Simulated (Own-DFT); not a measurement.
# How strain changes the stress of wurtzite GaN, 72 atoms (Ga36N36)

Calculated results; nothing here was measured. They come from Own-DFT, an in-house plane-wave density functional program, since retired, whose code no person has reviewed. Each row is one single-point run on a periodic cell that was not relaxed, without spin or spin-orbit coupling.

Settings of every run: PBE; PseudoDojo norm-conserving scalar-relativistic files (stringent for Ga); cutoff 96 hartree; 4 x 4 x 3 k mesh centred on Gamma; Gaussian smearing of 0.01 eV.

Known limits: forces not confirmed at this smearing and k mesh; stress not checked against mesh or cutoff.

Unstrained cell vectors in Å: (9.567, 0.000, 0.000); (-4.784, 8.285, 0.000); (0.000, 0.000, 10.370). The unstrained cell has measured lattice constants (interpolated for alloys), not those of this functional. That, the random moves and any unrelaxed bonds set the pressure at no strain. Each run strains this cell uniformly, with the atoms carried along. Every atom was also moved at random, by a Gaussian of width 0.05 Å on each axis. Strain is the symmetric tensor, in per cent. Stress is positive in tension, and the pressure is minus a third of its trace.

```
run,e_xx (%),e_yy (%),e_zz (%),s_xx (GPa),s_yy (GPa),s_zz (GPa),P (GPa),E (meV/atom)
1,0.75,0.75,0.00,-1.89,-3.64,-7.91,4.48,25.9
2,-0.75,-0.75,0.00,-10.99,-11.35,-7.56,9.96,23.3
3,-2.50,-2.50,0.00,-19.33,-24.73,-10.48,18.18,59.1
4,1.25,1.25,0.00,-1.07,-1.01,-4.00,2.03,0.0
5,0.50,0.50,0.00,-2.51,-3.68,-8.11,4.77,10.0
6,1.00,1.00,0.00,-3.28,-0.89,-6.45,3.54,22.2
7,-2.25,-2.25,0.00,-21.15,-19.69,-10.67,17.17,59.6
8,2.75,2.75,0.00,6.37,4.64,-3.37,-2.54,11.4
9,0.25,0.25,0.00,?,?,?,?,?
```

E is the free energy for each atom above the lowest run shown.

## Worked fit

The change of volume is close to e_xx + e_yy + e_zz. A straight line through the runs shown gives P = 7.64 - 203 x (fractional change of volume) GPa, with an error of 8 on the slope and a scatter of 0.74 GPa. The strain isn't the same on all axes and the cell isn't cubic, so the slope belongs to this path and is not the bulk modulus.

## Withheld run

Question: what pressure should run 9 give? Its volume changes by 0.50 %.

The line gives 6.6 GPa. The calculation gave 6.06 GPa.
